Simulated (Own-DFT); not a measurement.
Simulation results for SiC (4H silicon carbide, atoms displaced), GaP (zincblende, strained, atoms displaced)

A calculation, not a measurement: plane-wave PBE density functional theory by an unreviewed code, no spin, of a simulated periodic cell, stress positive in tension, free energy of the whole cell less one offset for each atom, forces on such cells passed a denser k mesh, this cell's mesh not checked; offsets are fitted by least squares, one for each functional and potential file, so energies compare only between cells with the same atoms and settings and are not formation energies; the far tail of each file's local potential was reset to the Coulomb form; each entry is a single point on an unrelaxed cell, so the pressure reflects the starting lattice, mostly measured values (interpolated for alloys), from which strain is counted, and rises with the displacements; printed positions are rounded, which can move forces by about a meV/angstrom; the program, named Own-DFT, is a retired in-house code; no spin-orbit coupling. Program: Own-DFT development build.

Settings shared by all entries: functional PBE; potential files PseudoDojo norm-conserving, scalar-relativistic, standard set; wave cutoff 42 hartree; occupations Fermi-Dirac; smearing width 0.1 eV; k mesh 3 x 3 x 3 centred on Gamma.

(1) 
```xyz
128
Lattice="12.3308 0.0000 0.0000 -6.1654 10.6788 0.0000 0.0000 0.0000 10.0681" Properties=species:S:1:pos:R:3:force_x:R:1:force_y:R:1:force_z:R:1 formula=SiC hardware=one_NVIDIA_H200 free_energy_of_cell_above_offsets=-19.525 pressure=3.62 stress_xx=-3.07 stress_yy=-3.53 stress_zz=-4.26 stress_yz=0.26 stress_xz=-0.19 stress_xy=-0.19 wall_time=521.5
Si     6.1596    10.6320     4.0746      0.853      1.819      0.382
Si    -0.0110     1.7978     1.5584      0.592     -0.575      0.026
C      6.1621    10.6747     0.9092      -0.01      0.494      0.532
C      0.0238     1.7755     3.4056      0.195     -0.419       1.22
Si    -1.4720     2.6845     4.0455      -1.16      -0.37      0.306
Si    -1.5890     4.4741     1.5233      0.871     -0.594      1.117
C     10.7805     2.6471     1.0144     -0.179      0.762     -1.869
C     -1.5520     4.4398     3.4306     -0.001      0.915      0.312
Si     9.2025     5.3718     4.0658      1.699     -0.444      0.885
Si    -3.1175     7.1050     1.6234      0.302      0.349     -1.105
C      9.1771     5.3295     0.9635      2.017      1.059     -1.338
C     -3.1061     7.1348     3.4415       0.46     -0.155      0.995
Si     7.7024     7.9881     4.0862      -0.49      0.605       0.13
Si    -4.6621     9.7954     1.5503      1.105     -0.009       0.51
C      7.6947     7.9965     0.9992      0.498      0.564     -1.367
C     -4.6311     9.8381     3.4521      0.079     -1.208      0.013
Si     3.0383     0.0426     4.1209      0.974     -1.078     -1.141
Si     3.0957     1.8006     1.6269      0.059     -0.824     -1.023
C      3.1124     0.0072     0.9515     -0.771      0.188     -0.283
C      3.0908     1.7974     3.4744      0.301     -0.165      0.411
Si     1.5743     2.6519     4.0737     -1.053      0.701      0.509
Si     1.5290     4.4264     1.5520      0.468          0      0.802
C      1.5697     2.6177     0.9835     -0.741      0.806     -0.979
C      1.5393     4.4481     3.4893      0.102     -0.106     -0.804
Si    -0.0032     5.3207     4.0810     -0.214       0.08      0.326
Si    -0.0007     7.1682     1.5654      0.093     -1.672      0.641
C      0.0269     5.3131     0.9188     -1.136      0.946      0.171
C     -0.0004     7.1068     3.4748      0.267      0.113     -0.329
Si    -1.5388     7.9898     4.0559     -0.114      0.179      0.613
Si    -1.5157     9.8205     1.5046     -0.125     -0.565      1.849
C     -1.5505     7.9918     0.9905     -0.253      0.373     -0.903
C     -1.5374     9.7592     3.4791     -0.661      0.936     -0.546
Si     6.1001     0.0121     4.1410      1.285     -0.448     -1.171
Si     6.2187     1.7164     1.5653     -1.227      2.185      0.333
C      6.2396     0.0116     0.9429     -1.325     -0.853     -0.804
C      6.1510     1.7684     3.4729     -0.278      0.295     -0.029
Si     4.5957     2.7135     4.1042      0.704     -0.596      0.273
Si     4.6172     4.4684     1.5355      0.001     -0.853      1.385
C      4.5735     2.6460     0.9078      1.571       0.34      0.699
C      4.6253     4.4630     3.5328     -0.334      0.172     -1.496
Si     3.0567     5.3687     4.1002      0.366     -0.491       0.48
Si     3.0796     7.1423     1.5462      0.356     -0.555       1.05
C      3.0803     5.3398     0.9635      -0.46      0.202     -0.483
C      3.0777     7.1373     3.4913      0.043       0.06     -0.674
Si     1.5522     8.0175     4.1048     -0.401     -0.111     -0.762
Si     1.5143     9.7668     1.5857      1.427      0.367      0.199
C      1.5349     8.0215     0.9815      0.183      -0.11     -0.958
C      1.5560     9.7883     3.4445     -0.778      0.223      1.104
Si     9.2143     0.0238     4.1264      0.699     -0.139      -0.93
Si     9.2615     1.7235     1.5929     -0.669      1.028     -0.755
C      3.1020    10.6495     0.9484     -0.757     -0.008     -0.061
C      9.2514     1.7808     3.4238       0.06     -0.118      1.621
Si     7.6898     2.6488     4.1059      0.609      0.731     -0.933
Si     7.7310     4.4515     1.5138     -1.868     -0.168      1.646
C      7.6897     2.7157     0.9454      0.717     -1.624     -0.416
C      7.7732     4.4961     3.4312     -2.127     -1.462      0.137
Si     6.1746     5.3395     4.1044      0.332     -0.367     -0.761
Si     6.2055     7.1076     1.5673     -1.398      0.023      0.503
C      6.1359     5.3564     0.9636      0.865     -0.614     -0.593
C      6.1497     7.0709     3.4509      0.203      1.264      0.248
Si     4.6171     8.0346     4.0780      0.447     -0.578      0.118
Si     4.6334     9.8309     1.5847      0.135     -1.383       0.32
C      4.6364     7.9874     0.9587      0.104      1.039     -0.596
C      4.6678     9.8235     3.5230     -1.863     -0.655     -1.254
Si    12.3185     0.0018     9.1332      0.939     -0.472     -1.034
Si     6.1638     8.9001     6.5800      0.643     -0.228      0.297
C     -6.1593    10.6717     5.9467      0.203      0.127      0.325
C      6.2393     8.8606     8.4838     -1.953      1.504     -0.221
Si     7.6770     8.0018     9.1129      1.631      0.259      0.966
Si     7.6951     6.2551     6.6462     -0.166     -1.402     -0.416
C      7.7122     7.9635     5.9991      0.243      1.396      -0.75
C      7.6722     6.2716     8.5328      0.799     -1.293     -0.138
Si    -3.0360     5.3654     9.1236     -1.955     -0.513     -0.202
Si     9.2772     3.5429     6.5876     -0.724      0.271     -0.273
C     -3.0697     5.3344     5.9937     -0.607       0.24      -0.47
C      9.2532     3.5602     8.4624      0.144       0.12      0.877
Si    -1.5123     2.7188     9.1237     -0.666     -1.321      0.422
Si    10.7977     0.8687     6.5733      0.477      0.305      0.793
C     -1.5311     2.6524     5.9722      0.195       0.11     -0.441
C     10.8394     0.8799     8.5071     -1.382      0.402     -0.359
Si     3.0818    10.6379     9.1358       0.59       1.46     -0.051
Si     3.0496     8.9296     6.6321      0.756     -1.225     -1.092
C      3.0926    10.6708     5.9894     -0.724      0.413      0.271
C      3.1047     8.9180     8.4815     -0.338     -0.423      0.522
Si     4.6552     8.0459     9.0797      0.082     -1.331      0.782
Si     4.6091     6.2391     6.5396      0.076     -0.903      1.421
C      4.6579     7.9810     5.9758     -1.154      1.238     -0.153
C      4.6048     6.2040     8.4893      0.437      0.775     -0.238
Si     6.1509     5.3319     9.1484     -0.116      0.303      -0.64
Si     6.1444     3.5280     6.5888      0.167      1.058      0.055
C      6.1277     5.3300     5.9370      0.993     -0.112      1.134
C      6.1576     3.5774     8.4515       0.39     -0.426      1.077
Si     7.7179     2.6418     9.1138      -0.34       1.43      0.258
Si     7.7225     0.9100     6.6732      -0.15     -0.282      -0.92
C      7.6696     2.6493     5.9711      0.952      0.225      0.319
C      7.7067     0.9113     8.5391      0.083     -1.308      -0.21
Si    -0.0296    10.6491     9.1132      0.675      0.806     -0.113
Si     0.0136     8.9029     6.5739     -0.346     -0.448      0.629
C      6.1830     0.0103     5.9925      0.308     -0.303      0.206
C     -0.0003     8.8949     8.5038      0.419     -0.385     -0.012
Si     1.5863     7.9991     9.1523     -0.787      0.416     -0.357
Si     1.5393     6.2689     6.6448      0.086     -1.515     -0.671
C      1.5258     7.9593     5.9515      0.455      1.702      0.713
C      1.5550     6.2688     8.4822     -0.387     -0.672      1.222
Si     3.0950     5.3204     9.1298     -0.472      0.481     -0.176
Si     3.0957     3.5584     6.6157     -0.589     -0.011      0.417
C      3.0677     5.3101     6.0287      -0.15      1.032     -1.039
C      3.0424     3.5563     8.5131      0.798     -0.059     -0.162
Si     4.6243     2.6760     9.1035     -0.209       0.06     -0.116
Si     4.6397     0.8610     6.5642     -0.596      0.338      0.736
C      4.6115     2.6542     6.0317     -0.038     -0.275     -1.281
C      4.6441     0.9109     8.4550     -0.267     -0.555      0.555
Si     3.1091     0.0128     9.1253     -0.544      0.297     -0.529
Si    -3.0539     8.9169     6.5971     -0.597     -0.924      0.073
C     -3.0858    10.6473     5.9525     -0.071      1.034       0.65
C     -3.0765     8.9213     8.4845      0.044     -0.452      0.665
Si    -1.5457     8.0065     9.1576     -0.178      -0.02     -0.603
Si    -1.5480     6.2482     6.5857      0.189      -0.69      0.172
C     -1.5325     7.9898     5.9802     -0.037      0.721     -0.555
C     -1.5596     6.2175     8.4810       0.48      0.872      0.347
Si    -0.0430     5.3540     9.1217      1.346      0.207     -0.285
Si    -0.0234     3.5965     6.6483      0.567     -0.718     -0.929
C      0.0063     5.3363     6.0104     -0.259      0.569     -0.491
C      0.0088     3.5800     8.5066      0.104      0.028      0.508
Si     1.5481     2.6641     9.1310       -0.2     -0.454      0.059
Si     1.5378     0.9274     6.6200     -0.028     -0.417     -1.601
C      1.5459     2.7139     5.9830     -0.269     -0.691     -0.198
C      1.5256     0.8844     8.4123       0.38      0.124      2.753
```

Units: free_energy_of_cell_above_offsets in eV; pressure, stress_xx, stress_yy, stress_zz, stress_yz, stress_xz, stress_xy in GPa; wall_time in s; force_x, force_y, force_z in eV/Å.

(2) 
```xyz
64
Lattice="10.8620 0.0000 0.0000 0.0000 10.8620 0.0000 0.0000 0.0000 10.9361" Properties=species:S:1:pos:R:3:force_x:R:1:force_y:R:1:force_z:R:1 formula=GaP hardware=one_NVIDIA_H100 free_energy_of_cell_above_offsets=-33.358 pressure=3.64 stress_xx=-3.82 stress_yy=-3.8 stress_zz=-3.28 stress_yz=-0.24 stress_xz=0.06 stress_xy=0.36 wall_time=495.1
Ga    10.8408    10.7857    10.9160     -0.759      0.993      0.239
Ga     0.0162     2.6929     2.7709     -0.228      0.023     -0.471
Ga     2.7559     0.0314     2.6289     -0.701      0.205       1.23
Ga     2.6818     2.6771     0.0286      0.335     -0.312     -0.397
P      1.3332     1.3443     1.3286      -0.42     -0.128      0.282
P      1.2879     4.0499     4.1446       1.26      0.043     -0.533
P      4.0500     1.3887     4.1041      0.197     -0.745      -0.09
P      3.9423     4.0879     1.3472      1.031      0.047      0.416
Ga     0.0251    10.8554     5.4189     -0.575      0.489      0.699
Ga    10.8589     2.7160     8.1743     -0.063      0.282      -0.25
Ga     2.7163    10.8531     8.1824      0.152     -0.104     -0.087
Ga     2.8220     2.7522     5.5029     -1.626     -0.845     -0.398
P      1.3237     1.2923     6.8560      0.594      0.823     -0.533
P      1.3570     3.9909     9.6358     -0.285      0.899     -0.852
P      4.0184     1.3602     9.5290      0.886      0.679      0.009
P      4.0593     4.0689     6.7966      0.694      0.999       0.52
Ga     0.0031     5.4231     0.0242      0.085      0.469     -0.466
Ga    10.8393     8.1504     2.8595      0.022      0.425     -0.982
Ga     2.6412     5.5080     2.6918       0.54     -0.694      1.252
Ga     2.6563     8.2206    10.9207      0.852     -0.437      0.265
P      1.3736     6.8267     1.3892     -0.961      0.643     -0.318
P      1.3282     9.5536     4.1494      1.344     -0.611     -0.864
P      4.1246     6.7755     4.1683     -0.627       0.44     -1.704
P      4.0990     9.5803     1.3814      0.372      -1.05     -0.574
Ga     0.0792     5.3753     5.5270     -0.997      0.718     -0.709
Ga    10.8210     8.1924     8.1863      0.601      -0.09     -0.096
Ga     2.6752     5.4056     8.1610      0.323     -0.431      0.868
Ga     2.7485     8.1278     5.4560     -0.087      0.408      0.238
P      1.3955     6.7189     6.8024     -0.367      1.316       0.53
P      1.3635     9.5759     9.6028     -0.134     -0.832     -0.961
P      4.0814     6.7696     9.5564     -0.825      0.604     -0.131
P      4.1535     9.4755     6.8749     -1.403     -0.109      0.023
Ga     5.4422     0.0647    10.9155     -0.617     -0.137     -0.396
Ga     5.3885     2.7287     2.7414      0.171     -0.246     -0.746
Ga     8.1073    10.8197     2.7208      -0.16      0.048       0.81
Ga     8.1758     2.7102    10.9009     -0.401     -0.049     -0.173
P      6.8221     1.2846     1.3061     -0.281      1.358      0.789
P      6.7636     4.0006     4.1095      0.156      1.307     -0.993
P      9.5396     1.3121     4.0550       -0.9      0.374      0.317
P      9.4976     4.0870     1.3393      0.253     -0.433      0.195
Ga     5.3768    10.8492     5.5542      0.192      0.004       -1.3
Ga     5.5063     2.8602     8.1460     -0.874     -1.749     -0.292
Ga     8.1843    10.8406     8.1704     -0.875      0.401      0.342
Ga     8.0524     2.7168     5.4517      1.306     -0.505      0.046
P      6.7755     1.2998     6.7704      0.193      0.748      1.089
P      6.7259     4.1080     9.5378      0.678      0.133      1.345
P      9.4806     1.3779     9.4723      0.341     -0.225      0.828
P      9.4931     4.1413     6.7818     -0.429     -0.974      0.728
Ga     5.3612     5.4737     0.0104      0.187     -0.412      0.275
Ga     5.4978     8.1093     2.6516     -1.099      1.172      1.746
Ga     8.1769     5.4785     2.6156     -0.249     -0.198      1.406
Ga     8.1306     8.1234     0.0527     -0.002       0.59     -0.646
P      6.7676     6.8513     1.3786      0.274     -1.461     -0.958
P      6.8190     9.4205     4.2280     -1.042      1.143      -1.44
P      9.4766     6.8623     4.1624      0.622     -1.722     -0.508
P      9.4146     9.5230     1.3649      1.151     -0.614      0.269
Ga     5.4375     5.4477     5.4092       0.71     -0.391      0.962
Ga     5.4352     8.1972     8.2715       0.84     -0.638     -0.091
Ga     8.1173     5.4008     8.2515      0.573      0.562      -0.41
Ga     8.1565     8.1242     5.4555      0.347      0.318      1.212
P      6.8719     6.7946     6.8367     -1.066     -0.131      0.338
P      6.8023     9.5662     9.6239      0.167     -0.507     -0.363
P      9.4772     6.8695     9.5659      0.245     -0.933      0.236
P      9.4982     9.5824     6.8416      0.363      -0.95     -0.774
```

Units: free_energy_of_cell_above_offsets in eV; pressure, stress_xx, stress_yy, stress_zz, stress_yz, stress_xz, stress_xy in GPa; wall_time in s; force_x, force_y, force_z in eV/Å.

(3) 
```xyz
64
Lattice="10.8620 0.0000 0.0000 0.0000 10.8620 0.0000 0.0000 0.0000 10.9439" Properties=species:S:1:pos:R:3:force_x:R:1:force_y:R:1:force_z:R:1 formula=GaP hardware=one_NVIDIA_H100 free_energy_of_cell_above_offsets=-35.106 pressure=3.13 stress_xx=-3.33 stress_yy=-3.26 stress_zz=-2.8 stress_yz=-0.33 stress_xz=-0.09 stress_xy=0.05 wall_time=523.9
Ga     0.0028     0.0235    10.9278       0.27      0.167     -0.255
Ga     0.0071     2.7373     2.7418     -0.229      0.167      0.112
Ga     2.7325     0.0496     2.7109     -0.255     -0.528      0.059
Ga     2.7049     2.7600     0.0104     -0.107     -0.398     -0.096
P      1.3037     1.3900     1.3755      0.616     -0.085      -0.21
P      1.3288     4.0706     4.1298      0.435      0.183     -0.074
P      4.1031     1.3478     4.1043     -0.297     -0.043      0.156
P      4.0291     4.0826     1.3945      0.592      0.189     -0.193
Ga    10.8535     0.0316     5.4434       0.36     -0.876      0.422
Ga     0.0077     2.6745     8.2063     -0.411      0.786      0.094
Ga     2.7056     0.0136     8.2018      0.292     -0.124     -0.277
Ga     2.7194     2.6856     5.4849     -0.229      0.063     -0.497
P      1.3415     1.3711     6.8513      0.149     -0.417     -0.252
P      1.3394     4.0874     9.5938      0.129     -0.136     -0.497
P      4.0574     1.3649     9.5549     -0.013       0.02      0.305
P      4.0759     4.0302     6.7658      0.258      0.417      0.643
Ga     0.0098     5.4608    10.9142     -0.296     -0.108        0.3
Ga     0.0450     8.1015     2.6933     -1.197      0.835      0.583
Ga     2.7052     5.4535     2.7107     -0.303      0.119      0.541
Ga     2.6813     8.1686     0.0257       0.14      -0.48     -0.511
P      1.3064     6.8317     1.3672      0.794     -0.843     -0.577
P      1.3645     9.4564     4.0919      0.065      0.664     -0.011
P      4.0635     6.8498     4.1173       0.58     -1.199     -0.482
P      4.0417     9.4485     1.3532      0.591       0.69      0.354
Ga    10.8472     5.4609     5.4891     -0.098     -0.263     -0.214
Ga    10.8342     8.1666     8.1911      0.705     -0.213      0.243
Ga     2.7122     5.4182     8.1699      0.179     -0.216      0.135
Ga     2.7657     8.1368     5.4433     -0.673      0.294      0.441
P      1.3720     6.7807     6.8164     -0.022      0.421      0.208
P      1.3924     9.5396     9.5756     -0.531     -0.292     -0.172
P      4.0627     6.7486     9.5900     -0.058      0.789     -0.413
P      4.1076     9.4974     6.7971     -0.706      0.397      0.327
Ga     5.4257    10.8317    10.9055     -0.323      0.243       0.48
Ga     5.4031     2.7066     2.7313      0.093      0.329      0.068
Ga     8.1623    10.8479     2.7665      -0.16      0.102     -0.551
Ga     8.1525     2.6677     0.0068     -0.225      0.976      0.455
P      6.7625     1.3868     1.3747      0.127       -0.7     -0.002
P      6.8154     4.0369     4.1058     -0.388      0.001     -0.221
P      9.5473     1.3178     4.0915     -0.458      0.587     -0.206
P      9.5091     4.1271     1.4085      0.015     -0.567     -0.726
Ga     5.4398    10.8418     5.4743      0.235      0.232     -0.182
Ga     5.4248     2.6933     8.2002       0.24       0.09      -0.28
Ga     8.1730     0.0418     8.2153     -0.018     -0.478      0.241
Ga     8.1501     2.6687     5.4493      0.324      0.084     -0.181
P      6.8559     1.3219     6.8046     -0.793      0.208      0.327
P      6.7824     4.0468     9.5828      0.157      0.449     -0.038
P      9.4912     1.3992     9.6164      0.382     -0.507     -0.557
P      9.4654     4.0607     6.7919      0.453     -0.077      0.448
Ga     5.4379     5.4815     0.0284      0.044     -0.553     -0.082
Ga     5.4686     8.1146     2.7480     -0.566      0.528     -0.001
Ga     8.1233     5.3977     2.7383     -0.031      0.471       0.08
Ga     8.1174     8.1838     0.0098      0.399     -0.155     -0.431
P      6.7957     6.8504     1.3818      0.234     -0.784     -0.044
P      6.7781     9.5046     4.0936      0.254     -0.054      0.112
P      9.4799     6.7747     4.0953      0.081      0.397     -0.037
P      9.5154     9.5652     1.2791     -0.114     -0.665      0.993
Ga     5.4846     5.4217     5.4593     -0.595     -0.049     -0.295
Ga     5.4462     8.2351     8.1719     -0.379     -1.188      0.265
Ga     8.1613     5.4657     8.1638     -0.349     -0.488      0.258
Ga     8.1527     8.1809     5.4972     -0.224     -0.477     -0.437
P      6.7580     6.7860     6.8146      0.297      0.408       0.32
P      6.7539     9.4958     9.5590        0.7       0.43      -0.05
P      9.5136     6.7858     9.5466     -0.348      0.312      0.293
P      9.4898     9.4701     6.8612      0.207      0.916     -0.211
```

Units: free_energy_of_cell_above_offsets in eV; pressure, stress_xx, stress_yy, stress_zz, stress_yz, stress_xz, stress_xy in GPa; wall_time in s; force_x, force_y, force_z in eV/Å.
